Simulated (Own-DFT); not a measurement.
In3GaP4 (zincblende random alloy, atoms displaced) (calculated)

Computed with Own-DFT development build. A calculation, not a measurement: plane-wave PBE density functional theory by an unreviewed code, no spin, of a simulated periodic cell, stress positive in tension, free energy of the whole cell less one offset for each atom, forces on such cells passed a denser k mesh, this cell's mesh not checked; offsets are fitted by least squares, one for each functional and potential file, so energies compare only between cells with the same atoms and settings and are not formation energies; the far tail of each file's local potential was reset to the Coulomb form; each entry is a single point on an unrelaxed cell, so the pressure reflects the starting lattice, mostly measured values, from which strain is counted, and rises with the displacements; printed positions are rounded, which can move forces by about a meV/angstrom; the program is a retired in-house code; no spin-orbit coupling; before rounding, a Quantum ESPRESSO 7.3.1 run of the same cell and cutoff gave forces within 1 meV/angstrom rms on each cell, which checks the program and not the settings.

Settings shared by all entries: functional PBE; potential files PseudoDojo norm-conserving, scalar-relativistic, standard set; wave cutoff 42 hartree; occupations Fermi-Dirac; smearing width 0.1 eV; k mesh 3 x 3 x 3 centred on Gamma.

(1) 
```cif
# cell vector a (Å): 11.5283 0.0000 0.0000
# cell vector b (Å): 0.0000 11.5283 0.0000
# cell vector c (Å): 0.0000 0.0000 11.5283
data_In3GaP4
_symmetry_space_group_name_H-M 'P 1'
_symmetry_Int_Tables_number 1
_cell_length_a 11.5283
_cell_length_b 11.5283
_cell_length_c 11.5283
_cell_angle_alpha 90.000
_cell_angle_beta 90.000
_cell_angle_gamma 90.000
_cell_volume 1532.13
loop_
_atom_site_label
_atom_site_type_symbol
_atom_site_fract_x
_atom_site_fract_y
_atom_site_fract_z
_atom_site_occupancy
Ga1 Ga 0.00008 0.99908 0.00030 1
Ga2 Ga 0.99758 0.24972 0.25078 1
In1 In 0.25101 0.99612 0.24851 1
In2 In 0.24941 0.25110 0.99462 1
P1 P 0.12306 0.12744 0.12432 1
P2 P 0.12430 0.37732 0.37653 1
P3 P 0.37636 0.12608 0.37598 1
P4 P 0.37508 0.37321 0.12645 1
Ga3 Ga 0.00036 0.99988 0.50024 1
In3 In 0.00356 0.24997 0.74920 1
In4 In 0.24967 0.00103 0.75031 1
In5 In 0.25041 0.25036 0.50088 1
P5 P 0.12459 0.12368 0.62808 1
P6 P 0.12468 0.37256 0.87187 1
P7 P 0.37322 0.12592 0.87547 1
P8 P 0.37620 0.37056 0.62575 1
In6 In 0.00431 0.49503 0.99623 1
In7 In 0.00085 0.75264 0.25047 1
In8 In 0.24492 0.50048 0.25177 1
In9 In 0.24893 0.75002 0.99875 1
P9 P 0.12047 0.62556 0.12549 1
P10 P 0.12506 0.87157 0.37855 1
P11 P 0.37359 0.62742 0.37555 1
P12 P 0.37423 0.87282 0.12505 1
In10 In 0.99738 0.50113 0.50333 1
Ga4 Ga 0.00125 0.75178 0.74494 1
In11 In 0.24587 0.50203 0.74476 1
Ga5 Ga 0.24940 0.75275 0.50321 1
P13 P 0.12224 0.62321 0.62642 1
P14 P 0.12468 0.87604 0.87479 1
P15 P 0.37541 0.62071 0.87285 1
P16 P 0.37792 0.87438 0.62465 1
In12 In 0.49927 0.99960 0.00034 1
In13 In 0.49592 0.25261 0.24458 1
In14 In 0.74865 0.00160 0.25195 1
In15 In 0.74914 0.24997 0.00228 1
P17 P 0.62176 0.12328 0.12578 1
P18 P 0.62266 0.37490 0.37656 1
P19 P 0.87606 0.12328 0.37663 1
P20 P 0.87505 0.37502 0.12538 1
In16 In 0.49507 0.99921 0.49913 1
In17 In 0.49946 0.24619 0.75028 1
Ga6 Ga 0.74738 0.00395 0.74615 1
Ga7 Ga 0.75040 0.24534 0.49998 1
P21 P 0.62431 0.12278 0.62187 1
P22 P 0.62774 0.37622 0.87237 1
P23 P 0.87351 0.12764 0.87877 1
P24 P 0.87515 0.38048 0.61935 1
In18 In 0.50324 0.50045 0.00050 1
In19 In 0.49674 0.74693 0.24736 1
In20 In 0.75268 0.50518 0.24960 1
In21 In 0.75333 0.74853 0.00219 1
P25 P 0.62295 0.62386 0.12272 1
P26 P 0.62366 0.87406 0.37370 1
P27 P 0.87126 0.62490 0.37207 1
P28 P 0.87921 0.87343 0.12435 1
In22 In 0.50599 0.49858 0.50085 1
Ga8 Ga 0.49780 0.75337 0.74836 1
In23 In 0.74915 0.49740 0.74845 1
In24 In 0.74918 0.74882 0.49753 1
P29 P 0.62740 0.63051 0.62210 1
P30 P 0.62693 0.87923 0.87437 1
P31 P 0.87588 0.62571 0.87030 1
P32 P 0.87109 0.87672 0.62277 1
_calc_free_energy_of_cell_above_offsets '-31.928'  # eV
_calc_pressure 3.9  # GPa
_calc_stress_xx -3.89  # GPa
_calc_stress_yy -3.86  # GPa
_calc_stress_zz -3.94  # GPa
_calc_stress_yz -0.07  # GPa
_calc_stress_xz -0.04  # GPa
_calc_stress_xy 0.03  # GPa
```

Force:
```
element  x (eV/Å)  y (eV/Å)  z (eV/Å)
     Ga    -0.082     0.162    -0.079
     Ga     0.116     0.114     0.055
     In    -0.306     0.502      0.34
     In    -0.025     0.019      0.66
      P     -1.05     -0.26     0.121
      P    -0.923    -1.023    -0.458
      P    -0.416    -0.036    -0.441
      P    -0.689     0.805    -0.679
     Ga    -0.014    -0.086     0.204
     In    -1.061    -0.056      -0.2
     In      0.15    -0.364    -0.025
     In    -0.278    -0.195    -0.152
      P    -0.553    -0.622    -1.311
      P     0.416     0.385    -0.135
      P     0.272    -0.355     0.003
      P    -0.012     0.678    -0.023
     In    -0.583     0.519     0.151
     In    -0.144    -0.345     0.266
     In      0.43     0.201    -0.239
     In     0.018    -0.356    -0.073
      P     0.372    -0.139    -0.279
      P     0.149     0.465     1.262
      P    -0.702     0.141     0.998
      P     0.048     0.078    -0.355
     In     0.214       0.4    -1.027
     Ga    -0.297     0.164     0.315
     In     0.681     -0.54     0.377
     Ga     0.089    -0.319     -0.06
      P     0.013     2.053    -0.436
      P    -1.391    -0.066    -0.111
      P     0.499     1.034    -0.581
      P    -0.652    -1.251     0.345
     In    -0.134    -0.088    -0.138
     In     0.617    -0.435     0.842
     In     0.196    -0.317    -0.287
     In    -0.224     0.032     0.088
      P     0.237      0.25     0.005
      P      1.27    -0.991    -0.106
      P      0.71     0.791     0.579
      P     0.682    -0.539     0.692
     In     0.598    -0.098    -0.301
     In     0.366     0.209     0.091
     Ga     0.287    -0.107     0.331
     Ga         0     0.407    -0.089
      P     1.273     0.159     0.116
      P    -0.425     -0.47     0.293
      P     0.266    -1.551    -0.581
      P    -0.958     -1.92     0.181
     In    -0.416    -0.476    -0.316
     In     0.314     0.212     0.287
     In    -0.638    -0.893    -0.148
     In    -0.145      0.14    -0.514
      P     0.386       0.3      0.27
      P    -0.223    -0.009    -0.099
      P     0.886     0.407     0.463
      P     0.147     1.247     -0.48
     In    -0.765     0.418     0.272
     Ga     0.385    -0.276     0.217
     In     0.089      0.64    -0.275
     In     0.164     0.446     -0.19
      P    -1.061     0.103     1.319
      P    -0.002    -0.406    -1.278
      P     0.838     0.432    -0.381
      P      0.99     0.676     0.703
```

(2) 
```cif
# cell vector a (Å): 11.5283 0.0000 0.0000
# cell vector b (Å): 0.0000 11.5283 0.0000
# cell vector c (Å): 0.0000 0.0000 11.5283
data_In3GaP4
_symmetry_space_group_name_H-M 'P 1'
_symmetry_Int_Tables_number 1
_cell_length_a 11.5283
_cell_length_b 11.5283
_cell_length_c 11.5283
_cell_angle_alpha 90.000
_cell_angle_beta 90.000
_cell_angle_gamma 90.000
_cell_volume 1532.13
loop_
_atom_site_label
_atom_site_type_symbol
_atom_site_fract_x
_atom_site_fract_y
_atom_site_fract_z
_atom_site_occupancy
Ga1 Ga 0.99639 0.00181 0.99921 1
In1 In 0.99697 0.24763 0.24603 1
In2 In 0.25104 0.00062 0.25320 1
Ga2 Ga 0.25109 0.24970 0.00026 1
P1 P 0.12586 0.12128 0.12203 1
P2 P 0.12080 0.37304 0.37172 1
P3 P 0.37534 0.12134 0.37264 1
P4 P 0.37661 0.37405 0.12569 1
In3 In 0.00543 0.99957 0.49849 1
In4 In 0.00095 0.25365 0.75139 1
Ga3 Ga 0.25575 0.00194 0.74761 1
Ga4 Ga 0.24555 0.25195 0.50037 1
P5 P 0.12721 0.12638 0.62732 1
P6 P 0.12462 0.38099 0.87595 1
P7 P 0.37496 0.12530 0.87940 1
P8 P 0.37438 0.37490 0.62405 1
In5 In 0.00208 0.50022 0.99793 1
In6 In 0.00275 0.75009 0.25139 1
Ga5 Ga 0.25046 0.49951 0.24491 1
Ga6 Ga 0.25147 0.74832 0.99874 1
P9 P 0.12018 0.62666 0.12760 1
P10 P 0.12895 0.87447 0.37221 1
P11 P 0.37339 0.62500 0.37667 1
P12 P 0.37131 0.87339 0.12198 1
In7 In 0.99924 0.49856 0.49764 1
In8 In 0.99973 0.75109 0.75021 1
In9 In 0.24992 0.50395 0.75107 1
In10 In 0.25211 0.74910 0.49966 1
P13 P 0.12546 0.63004 0.62524 1
P14 P 0.12687 0.87718 0.87520 1
P15 P 0.37439 0.62235 0.87167 1
P16 P 0.37486 0.87592 0.62439 1
Ga7 Ga 0.49919 0.00186 0.00119 1
In11 In 0.50177 0.25146 0.25222 1
In12 In 0.74746 0.99974 0.24502 1
In13 In 0.75109 0.25120 0.99704 1
P17 P 0.62154 0.13005 0.12698 1
P18 P 0.62232 0.37417 0.37457 1
P19 P 0.87354 0.11961 0.37836 1
P20 P 0.87587 0.37544 0.12648 1
In14 In 0.49753 0.00386 0.49603 1
In15 In 0.50138 0.25074 0.74720 1
In16 In 0.74862 0.99920 0.75610 1
In17 In 0.74255 0.25055 0.49891 1
P21 P 0.62615 0.12354 0.62669 1
P22 P 0.62551 0.37303 0.87884 1
P23 P 0.87514 0.11964 0.87345 1
P24 P 0.86963 0.37662 0.62140 1
In18 In 0.50065 0.49931 0.00078 1
In19 In 0.49649 0.75333 0.25150 1
In20 In 0.75406 0.50423 0.25356 1
In21 In 0.75292 0.74618 0.00307 1
P25 P 0.62821 0.62563 0.12291 1
P26 P 0.62701 0.87278 0.37507 1
P27 P 0.87415 0.62660 0.37561 1
P28 P 0.87476 0.87787 0.12086 1
In22 In 0.49791 0.50408 0.49935 1
In23 In 0.50463 0.74857 0.74507 1
In24 In 0.75253 0.50030 0.74556 1
Ga8 Ga 0.75177 0.74920 0.50101 1
P29 P 0.62262 0.62521 0.62617 1
P30 P 0.62852 0.87790 0.87516 1
P31 P 0.86786 0.62498 0.87745 1
P32 P 0.87050 0.87458 0.62595 1
_calc_free_energy_of_cell_above_offsets '-31.759'  # eV
_calc_pressure 3.93  # GPa
_calc_stress_xx -3.9  # GPa
_calc_stress_yy -3.95  # GPa
_calc_stress_zz -3.95  # GPa
_calc_stress_yz -0.4  # GPa
_calc_stress_xz -0.15  # GPa
_calc_stress_xy 0.18  # GPa
```

Force:
```
element  x (eV/Å)  y (eV/Å)  z (eV/Å)
     Ga     0.494    -0.232    -0.084
     In     0.083    -0.572     0.257
     In    -0.112    -0.134    -0.862
     Ga    -0.211     0.013     0.053
      P    -0.155     0.324    -1.113
      P     1.682     0.074     -0.01
      P    -0.816     1.671     0.724
      P    -1.547     0.056    -0.049
     In    -0.288     -0.28      0.39
     In    -0.256    -0.092    -0.077
     Ga    -0.244    -0.078     0.392
     Ga     0.253    -0.084    -0.127
      P     1.182    -0.014    -0.082
      P     0.997    -1.325     0.399
      P    -0.432    -0.433       0.1
      P    -0.836    -0.476    -0.635
     In    -0.615     0.296      0.38
     In    -0.644     0.591    -0.035
     Ga    -0.161    -0.018     0.308
     Ga    -0.227     0.061    -0.096
      P     1.993    -0.347    -0.514
      P    -0.223    -0.141     0.442
      P    -0.659    -0.733    -1.295
      P     0.248     0.183    -1.129
     In     0.275     0.307     0.353
     In    -0.284     0.072      0.36
     In    -0.221    -0.409    -0.606
     In    -0.228     0.311     0.106
      P    -0.302    -0.648    -0.217
      P     0.527     0.579     0.546
      P      0.01     1.221     1.104
      P    -0.356       0.7     0.607
     Ga     0.034     -0.18     0.012
     In    -0.639    -0.111     0.026
     In     0.076     0.047       0.3
     In     0.287    -0.408     0.429
      P    -0.248    -1.028    -1.138
      P     0.235      0.83     0.038
      P    -0.126     0.522    -0.349
      P    -0.228     0.208    -0.314
     In     0.575    -0.568     0.548
     In    -0.203    -0.135     0.424
     In     0.099     0.053     -0.91
     In     0.546    -0.385     -0.05
      P    -0.194    -0.187    -0.071
      P    -0.057     0.445    -0.885
      P     1.014     0.293     0.875
      P     0.641    -0.515     0.009
     In    -0.055     0.219    -0.046
     In     0.297    -0.369    -0.359
     In    -0.601    -0.534    -0.415
     In     -0.43     0.874    -0.192
      P    -0.688    -0.126      0.75
      P     0.513    -0.428     0.769
      P    -0.293     0.991     0.963
      P     1.014     0.347      -0.2
     In     0.105    -0.519     0.034
     In    -0.591     0.785     0.911
     In    -0.595    -0.053     0.643
     Ga    -0.198     0.119     0.038
      P     1.294     0.285     -1.23
      P    -1.412    -0.198     1.251
      P     1.063    -0.267    -0.591
      P    -0.163    -0.449    -0.862
```

(3) 
```cif
# cell vector a (Å): 11.5283 0.0000 0.0000
# cell vector b (Å): 0.0000 11.5283 0.0000
# cell vector c (Å): 0.0000 0.0000 11.5283
data_In3GaP4
_symmetry_space_group_name_H-M 'P 1'
_symmetry_Int_Tables_number 1
_cell_length_a 11.5283
_cell_length_b 11.5283
_cell_length_c 11.5283
_cell_angle_alpha 90.000
_cell_angle_beta 90.000
_cell_angle_gamma 90.000
_cell_volume 1532.13
loop_
_atom_site_label
_atom_site_type_symbol
_atom_site_fract_x
_atom_site_fract_y
_atom_site_fract_z
_atom_site_occupancy
In1 In 0.99853 0.00170 0.00076 1
Ga1 Ga 0.00531 0.24731 0.25065 1
In2 In 0.24726 0.00127 0.24974 1
Ga2 Ga 0.24992 0.25264 0.99883 1
P1 P 0.12431 0.12579 0.12518 1
P2 P 0.12759 0.37300 0.37437 1
P3 P 0.37296 0.12550 0.37631 1
P4 P 0.37401 0.37439 0.12259 1
In3 In 0.00161 0.00351 0.50139 1
In4 In 0.00467 0.25337 0.75310 1
Ga3 Ga 0.24963 0.99851 0.75388 1
In5 In 0.24608 0.24748 0.50137 1
P5 P 0.13064 0.12515 0.62346 1
P6 P 0.12230 0.37058 0.87058 1
P7 P 0.37873 0.12611 0.87763 1
P8 P 0.37926 0.37151 0.62407 1
In6 In 0.99927 0.50459 0.99565 1
In7 In 0.99809 0.74582 0.24752 1
In8 In 0.24594 0.49988 0.25031 1
In9 In 0.25266 0.74598 0.00166 1
P9 P 0.12126 0.62085 0.12730 1
P10 P 0.12281 0.87442 0.37529 1
P11 P 0.37451 0.62291 0.36887 1
P12 P 0.37569 0.87538 0.12246 1
In10 In 0.99430 0.49678 0.50337 1
In11 In 0.00036 0.75015 0.75715 1
In12 In 0.25387 0.49575 0.75331 1
In13 In 0.24960 0.74877 0.50118 1
P13 P 0.12684 0.62597 0.62383 1
P14 P 0.12253 0.87872 0.87496 1
P15 P 0.37339 0.62324 0.87299 1
P16 P 0.37222 0.87447 0.62358 1
Ga4 Ga 0.49604 0.00051 0.99941 1
Ga5 Ga 0.49745 0.24479 0.24901 1
In14 In 0.75430 0.99499 0.24849 1
In15 In 0.74868 0.24976 0.00241 1
P17 P 0.62712 0.12460 0.12082 1
P18 P 0.62687 0.37552 0.37751 1
P19 P 0.87108 0.12252 0.37901 1
P20 P 0.87441 0.37543 0.12624 1
In16 In 0.50360 0.00141 0.50422 1
In17 In 0.50079 0.25193 0.74895 1
In18 In 0.75300 0.99970 0.74803 1
In19 In 0.75320 0.25349 0.49793 1
P21 P 0.62734 0.12360 0.62263 1
P22 P 0.62131 0.37425 0.87491 1
P23 P 0.88250 0.12401 0.87582 1
P24 P 0.87792 0.37893 0.62424 1
Ga6 Ga 0.50081 0.49930 0.99926 1
In20 In 0.49522 0.74686 0.25354 1
In21 In 0.74828 0.50371 0.24764 1
Ga7 Ga 0.74695 0.75212 0.00439 1
P25 P 0.62195 0.62158 0.12366 1
P26 P 0.62502 0.87300 0.37013 1
P27 P 0.87831 0.62720 0.37192 1
P28 P 0.87774 0.87408 0.12828 1
Ga8 Ga 0.49924 0.49900 0.49235 1
In22 In 0.50274 0.74951 0.75058 1
In23 In 0.75198 0.49941 0.75098 1
In24 In 0.74651 0.75511 0.50059 1
P29 P 0.62536 0.62426 0.61982 1
P30 P 0.62246 0.87301 0.87834 1
P31 P 0.87517 0.62337 0.87449 1
P32 P 0.87038 0.87453 0.62295 1
_calc_free_energy_of_cell_above_offsets '-31.426'  # eV
_calc_pressure 4.02  # GPa
_calc_stress_xx -3.97  # GPa
_calc_stress_yy -4.08  # GPa
_calc_stress_zz -4.01  # GPa
_calc_stress_yz 0.12  # GPa
_calc_stress_xz -0.24  # GPa
_calc_stress_xy -0.61  # GPa
```

Force:
```
element  x (eV/Å)  y (eV/Å)  z (eV/Å)
     In     0.265    -0.249     0.345
     Ga    -0.497     0.186     0.042
     In     0.307    -0.235      0.04
     Ga    -0.006    -0.224      0.06
      P     0.109     1.401    -0.174
      P    -1.268     -0.49    -0.267
      P     0.967     0.335    -0.682
      P     0.652    -0.501    -0.436
     In    -0.119     -0.42     0.144
     In    -0.711    -1.018    -1.163
     Ga     0.224     0.164    -0.179
     In     0.825     0.575    -0.304
      P    -0.106    -0.961     1.556
      P     1.502     0.493     1.813
      P    -1.118    -0.705     0.366
      P     0.068     1.107    -1.094
     In     0.081    -0.999     0.432
     In     0.522     0.472     0.296
     In     0.366    -0.459    -0.294
     In    -0.497     0.255    -0.119
      P     0.453     0.408    -0.571
      P     0.035    -0.137     -0.18
      P     0.103     -0.81     1.587
      P     0.495     0.704    -0.236
     In     1.101     0.859    -0.972
     In    -0.079     0.118    -1.029
     In    -0.292     -0.02    -0.733
     In     0.077     0.012    -0.481
      P    -0.354     -0.52     0.545
      P     1.228     0.269    -0.159
      P     1.117    -0.512      0.91
      P    -0.185     0.748     1.053
     Ga     0.347    -0.071     0.155
     Ga     0.159     0.213     0.012
     In    -0.631     0.641     0.059
     In     0.461     0.223    -0.549
      P     -1.64    -0.622     0.677
      P    -1.589     0.084    -0.677
      P     1.135     0.761    -1.197
      P     1.008    -0.612      0.51
     In    -0.452    -0.361    -0.723
     In     0.215    -0.606     -0.08
     In    -0.272     0.099     0.664
     In    -0.207    -0.098     0.467
      P     0.299     0.644     0.516
      P    -0.008     0.869     0.742
      P    -1.072     0.474    -0.368
      P    -0.571    -1.086     0.816
     Ga    -0.248    -0.052    -0.114
     In     0.569     0.484    -0.874
     In      0.26    -0.336     0.362
     Ga     0.042     -0.19    -0.116
      P    -0.167     0.529     -1.32
      P    -0.394     0.337     0.265
      P    -0.795    -0.307     0.759
      P     -0.65    -0.792    -1.399
     Ga     0.049    -0.057      0.41
     In    -0.309    -0.157    -0.319
     In    -0.652     0.025    -0.168
     In     0.277     -0.64    -0.554
      P    -0.775    -0.874    -0.292
      P     0.442     0.517     1.106
      P    -1.162     1.193     0.776
      P     1.063    -0.082     0.336
```

(4) 
```cif
# cell vector a (Å): 11.5283 0.0000 0.0000
# cell vector b (Å): 0.0000 11.5283 0.0000
# cell vector c (Å): 0.0000 0.0000 11.5283
data_In3GaP4
_symmetry_space_group_name_H-M 'P 1'
_symmetry_Int_Tables_number 1
_cell_length_a 11.5283
_cell_length_b 11.5283
_cell_length_c 11.5283
_cell_angle_alpha 90.000
_cell_angle_beta 90.000
_cell_angle_gamma 90.000
_cell_volume 1532.13
loop_
_atom_site_label
_atom_site_type_symbol
_atom_site_fract_x
_atom_site_fract_y
_atom_site_fract_z
_atom_site_occupancy
In1 In 0.99778 0.99675 0.99618 1
In2 In 0.99871 0.24707 0.25079 1
In3 In 0.24923 0.99300 0.24887 1
In4 In 0.25180 0.24586 0.00182 1
P1 P 0.12444 0.12723 0.12036 1
P2 P 0.12639 0.37611 0.37356 1
P3 P 0.37843 0.12683 0.37647 1
P4 P 0.37511 0.37193 0.12026 1
In5 In 0.99918 0.99879 0.49615 1
In6 In 0.00043 0.24902 0.75379 1
In7 In 0.25011 0.99836 0.75466 1
In8 In 0.25119 0.25293 0.49967 1
P5 P 0.12147 0.12164 0.63086 1
P6 P 0.12111 0.37377 0.87644 1
P7 P 0.37898 0.12684 0.87375 1
P8 P 0.37573 0.37583 0.62638 1
Ga1 Ga 0.00010 0.49755 0.00402 1
In9 In 0.00012 0.75141 0.24790 1
Ga2 Ga 0.24642 0.50138 0.25175 1
Ga3 Ga 0.24888 0.74956 0.00034 1
P9 P 0.12456 0.62449 0.13214 1
P10 P 0.13096 0.87885 0.37543 1
P11 P 0.37934 0.62858 0.36817 1
P12 P 0.37429 0.87265 0.12404 1
In10 In 0.99630 0.50525 0.49803 1
In11 In 0.00060 0.74669 0.74444 1
In12 In 0.24887 0.49846 0.74679 1
Ga4 Ga 0.25025 0.74949 0.50439 1
P13 P 0.12676 0.62556 0.62269 1
P14 P 0.12067 0.87922 0.87573 1
P15 P 0.37723 0.62452 0.87748 1
P16 P 0.37972 0.87720 0.62211 1
In13 In 0.49684 0.99891 0.99938 1
In14 In 0.49673 0.25012 0.25035 1
In15 In 0.74974 0.00008 0.24959 1
Ga5 Ga 0.75188 0.24668 0.00035 1
P17 P 0.62583 0.12193 0.12239 1
P18 P 0.62646 0.37263 0.37800 1
P19 P 0.87532 0.12394 0.37565 1
P20 P 0.87203 0.37903 0.12801 1
In16 In 0.50267 0.00316 0.50078 1
In17 In 0.49963 0.25109 0.74823 1
Ga6 Ga 0.74841 0.00364 0.74999 1
Ga7 Ga 0.75429 0.24856 0.50076 1
P21 P 0.62871 0.12868 0.62612 1
P22 P 0.62464 0.37121 0.87247 1
P23 P 0.87542 0.12445 0.87376 1
P24 P 0.88069 0.37867 0.62683 1
In18 In 0.49665 0.49882 0.00201 1
In19 In 0.50411 0.75249 0.24572 1
In20 In 0.75172 0.50062 0.25264 1
In21 In 0.74469 0.75100 0.99814 1
P25 P 0.62420 0.62648 0.12445 1
P26 P 0.62498 0.87610 0.37640 1
P27 P 0.87682 0.62442 0.37436 1
P28 P 0.87643 0.87741 0.12363 1
In22 In 0.49953 0.49993 0.49878 1
In23 In 0.50059 0.75271 0.74919 1
Ga8 Ga 0.74868 0.49801 0.74897 1
In24 In 0.75663 0.75428 0.50183 1
P29 P 0.62357 0.62670 0.62016 1
P30 P 0.62211 0.87303 0.87383 1
P31 P 0.88094 0.62871 0.87993 1
P32 P 0.87490 0.88215 0.62859 1
_calc_free_energy_of_cell_above_offsets '-31.513'  # eV
_calc_pressure 3.98  # GPa
_calc_stress_xx -3.98  # GPa
_calc_stress_yy -3.96  # GPa
_calc_stress_zz -4.02  # GPa
_calc_stress_yz 0.33  # GPa
_calc_stress_xz 0.35  # GPa
_calc_stress_xy 0.07  # GPa
```

Force:
```
element  x (eV/Å)  y (eV/Å)  z (eV/Å)
     In    -0.056     0.716     0.508
     In     0.162     0.429     -0.27
     In     0.442     1.316    -0.344
     In    -0.171     0.403    -0.651
      P    -0.228     -0.82     0.605
      P     0.256     0.699    -0.458
      P    -0.699    -0.462    -0.208
      P     -0.86     0.918     1.392
     In     0.335     0.178     0.448
     In    -0.197     0.128    -0.339
     In     0.339     0.039    -0.391
     In    -0.363    -0.508     0.333
      P     0.484     0.287    -0.742
      P     0.027     0.902     0.921
      P    -0.344    -0.188    -0.044
      P    -0.013     0.031    -0.286
     Ga     0.032     0.202    -0.067
     In     0.046      0.35     0.469
     Ga     0.488      -0.1    -0.102
     Ga    -0.126    -0.114     -0.05
      P     0.842    -0.822    -1.432
      P    -0.233    -1.628     1.052
      P    -1.743    -0.391     0.607
      P    -0.654    -0.585    -0.852
     In     0.715    -0.575     0.043
     In    -0.034     0.493     0.481
     In    -0.023     0.171     0.772
     Ga     0.402     0.144    -0.498
      P     0.705     0.585    -0.792
      P     1.148    -1.781     0.235
      P    -1.156     0.823     0.085
      P    -1.296    -0.663    -0.233
     In     0.236    -0.014    -0.052
     In     0.651     0.074     -0.27
     In    -0.014    -0.037     0.034
     Ga    -0.136     0.211    -0.091
      P     0.407     1.024     -0.41
      P      0.68     -0.68     0.378
      P    -0.844     0.763     0.571
      P      0.42    -0.721     -1.61
     In     0.234     0.135    -0.072
     In     0.181    -0.065    -0.054
     Ga     -0.07    -0.052     0.222
     Ga      0.03     0.323     0.133
      P     1.211    -0.221    -0.155
      P     1.445     0.513     0.541
      P    -1.672    -0.042     0.197
      P    -1.668    -0.348    -0.049
     In     0.694    -0.067    -0.253
     In     -0.05     0.179     0.259
     In    -0.704     0.136     0.038
     In     0.652    -0.028     0.139
      P     0.268    -0.564     0.028
      P     0.215    -0.106     -0.08
      P    -0.289     0.804    -0.184
      P    -0.443    -0.377     0.116
     In    -0.118     0.084    -0.195
     In    -0.189    -0.589    -0.194
     Ga     0.126     0.259     0.118
     In    -0.363    -0.169    -0.056
      P     0.966     -0.57     1.021
      P     0.897     1.324     -0.65
      P    -0.429    -1.648    -0.217
      P    -0.551     0.293     0.604
```
